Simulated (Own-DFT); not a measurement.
# What a defect does to the pressure of its cell: 4H SiC

The numbers are computed, not measured, by runs of the plane-wave DFT program Own-DFT (in-house, retired, unreviewed) at fixed positions, with no spin and no spin-orbit coupling.

Method: PBE; PseudoDojo norm-conserving scalar-relativistic files; cutoff 42 hartree; 4 x 4 x 3 k mesh centred on Gamma; Fermi-Dirac smearing of 0.1 eV.

Limits (not all hold for every row): some atoms lie very close together; not probed for a lower state with spin; forces on such cells passed a denser k mesh, each cell not checked; stress not checked against mesh or cutoff.

All runs share one cell, with vectors in Å (9.248, 0.000, 0.000); (-4.624, 8.009, 0.000); (0.000, 0.000, 10.068) and a volume of 745.7 Å³. Atoms were moved at random from their sites; u is the rms move along one axis. The defect's site can differ from row to row.

| cell | formula | u (Å) | P (GPa) |
|---|---|---|---|
| no defect | C36Si36 | 0.0303 | 3.85 |
| no defect | C36Si36 | 0.0315 | 3.88 |
| no defect | C36Si36 | 0.0580 | 5.68 |
| one Si on a C site | C35Si37 | 0.0448 | 11.16 |
| one Si on a C site | C35Si37 | 0.0494 | 11.62 |
| one Si on a C site | C35Si37 | 0.0495 | 12.14 |
| one C on a Si site | C37Si35 | 0.0452 | 3.26 |
| one C on a Si site | C37Si35 | 0.0495 | 3.01 |
| one C on a Si site | C37Si35 | 0.0510 | 2.74 |
| one C on a Si site and one Si on a C site | C36Si36 | 0.0299 | 7.47 |
| one C on a Si site and one Si on a C site | C36Si36 | 0.0319 | 6.96 |
| one C on a Si site and one Si on a C site | C36Si36 | 0.0481 | ? |
| one C on a Si site and one Si on a C site | C36Si36 | 0.0483 | 8.84 |
| one Al on a Si site and one N on a C site | AlC35NSi35 | 0.0489 | 5.31 |
| one Al on a Si site and one N on a C site | AlC35NSi35 | 0.0493 | 5.08 |
| one Al on a Si site and one N on a C site | AlC35NSi35 | 0.0530 | 5.35 |

## Working it out

P = P0 + c u² + a shift for each defect gives P0 = 3.05 GPa, c = 810 ± 150 GPa/Å² and a scatter of 0.35 GPa. The shifts, and each times the cell's volume:

- one Si on a C site: 6.72 ± 0.30 GPa, 31.3 eV
- one C on a Si site and one Si on a C site: 3.56 ± 0.29 GPa, 16.6 eV
- one Al on a Si site and one N on a C site: 0.14 ± 0.31 GPa, 0.6 eV (not resolved)
- one C on a Si site: -1.96 ± 0.30 GPa, -9.1 eV

Against the defect-free cell, a freed cell would be larger where the shift is positive and smaller where it is negative (160.2 GPa Å³ is 1 eV). The atoms around the defects weren't relaxed, which would change these numbers.

## Prediction

Q: what pressure belongs in the blank (one C on a Si site and one Si on a C site, u = 0.0481 Å)?

The fit gives 8.48 ± 0.43 GPa. The hidden result is 8.52 GPa.
